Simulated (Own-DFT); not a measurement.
# Short bonds, stiff crystals?

Everything here is calculated. The program is Own-DFT (plane waves, in-house, since retired, never reviewed by a person); positions were held fixed, and spin and spin-orbit coupling were off.

Limits (not all hold for every row): forces on such cells moved up to 12 meV/angstrom on a denser k mesh; forces not confirmed at this smearing and k mesh; k mesh not checked against a denser one; forces on such cells passed a denser k mesh, each cell not checked; stress not checked against mesh or cutoff.

All runs are PBE with PseudoDojo norm-conserving files; cutoff and k mesh are each material's own. Every cell starts from measured lattice constants and was given uniform random strains and small random moves of its atoms. Each triple is the change of volume in per cent, the rms move u in Å and the pressure in GPa.

- 4H SiC (C36Si36), 10.36 Å³/atom unstrained: (-2.60, 0.054, 12.34); (-2.29, 0.049, 11.01); (-2.14, 0.049, 10.17); (-1.04, 0.052, 8.15); (0.02, 0.053, 5.62); (0.66, 0.052, 3.71); (2.83, 0.049, -0.70)
- wurtzite AlN (Al64N64), 10.45 Å³/atom unstrained: (-3.96, 0.052, 15.27); (-3.57, 0.049, 13.89); (-1.27, 0.048, 8.26); (-0.68, 0.046, 7.37); (0.72, 0.051, 4.09); (0.83, 0.052, 4.78); (3.28, 0.049, -0.54)
- wurtzite GaN (Ga36N36), 11.42 Å³/atom unstrained: (-1.55, 0.050, 11.00); (-1.36, 0.050, 10.39); (-0.95, 0.053, 10.15); (-0.51, 0.049, 8.65); (0.13, 0.049, 7.75); (1.68, 0.052, 4.47); (2.33, 0.049, 3.24)
- diamond silicon (Si64), 20.02 Å³/atom unstrained: (-2.10, 0.047, 5.04); (-1.76, 0.048, 4.52); (-0.99, 0.051, 3.65); (-0.13, 0.051, 2.69); (0.32, 0.045, 2.24); (0.50, 0.046, 2.22); (1.03, 0.050, 1.45)
- zincblende GaAs (As32Ga32), 22.58 Å³/atom unstrained: withheld
- grey tin (Sn64), 34.15 Å³/atom unstrained: (-1.25, 0.049, 4.39); (-0.13, 0.047, 3.81); (0.30, 0.048, 3.49); (1.18, 0.047, 3.01); (1.29, 0.046, 3.09); (1.69, 0.048, 2.90); (1.80, 0.049, 2.73)

## Worked fit

Fit a line to each set against the fractional change of volume; B is minus its slope, and u is nearly the same within a set. To take it to zero pressure, assume that B rises by 4 GPa for each GPa: B0 = B - 4 x (mean pressure). The bond length of an ideal tetrahedral crystal with the unstrained volume v is d = (√3/4)(8 v)^(1/3). Cohen's empirical rule reads B0 = (1971 - 220 L) d^(-3.5) GPa, with L = 0 for group IV crystals and SiC and 1 for III-V compounds.

| material | L | d (Å) | B (GPa) | mean P (GPa) | B0 (GPa) | rule (GPa) |
|---|---|---|---|---|---|---|
| 4H SiC (C36Si36) | 0 | 1.888 | 234 ± 8 | 7.2 | 206 ± 8 | 213 |
| wurtzite AlN (Al64N64) | 1 | 1.893 | 216 ± 8 | 7.6 | 186 ± 8 | 188 |
| wurtzite GaN (Ga36N36) | 1 | 1.950 | 200 ± 6 | 8.0 | 168 ± 6 | 169 |
| diamond silicon (Si64) | 0 | 2.352 | 111 ± 3 | 3.1 | 98 ± 3 | 99 |
| zincblende GaAs (As32Ga32) | 1 | 2.448 | ? | ? | ? | 76 |
| grey tin (Sn64) | 0 | 2.810 | 53 ± 2 | 3.3 | 39 ± 2 | 53 |

A line through ln[B0/(1971 - 220 L)] against ln d has a slope of -4.1 ± 0.2 and a scatter of 8 %. Against the rule, B0 stands at 96 % for 4H SiC, 99 % for wurtzite AlN, 100 % for wurtzite GaN, 100 % for diamond silicon, 74 % for grey tin. PBE tends to make silicon and heavier crystals too soft, and the rule itself is only a guide.

## The run left out

Asked: what B0 does the fitted trend give for zincblende GaAs (As32Ga32)?

The line gives 66 GPa. Its own runs give B = 73 ± 3 GPa at a mean pressure of 4.3 GPa, so B0 = 56 GPa.
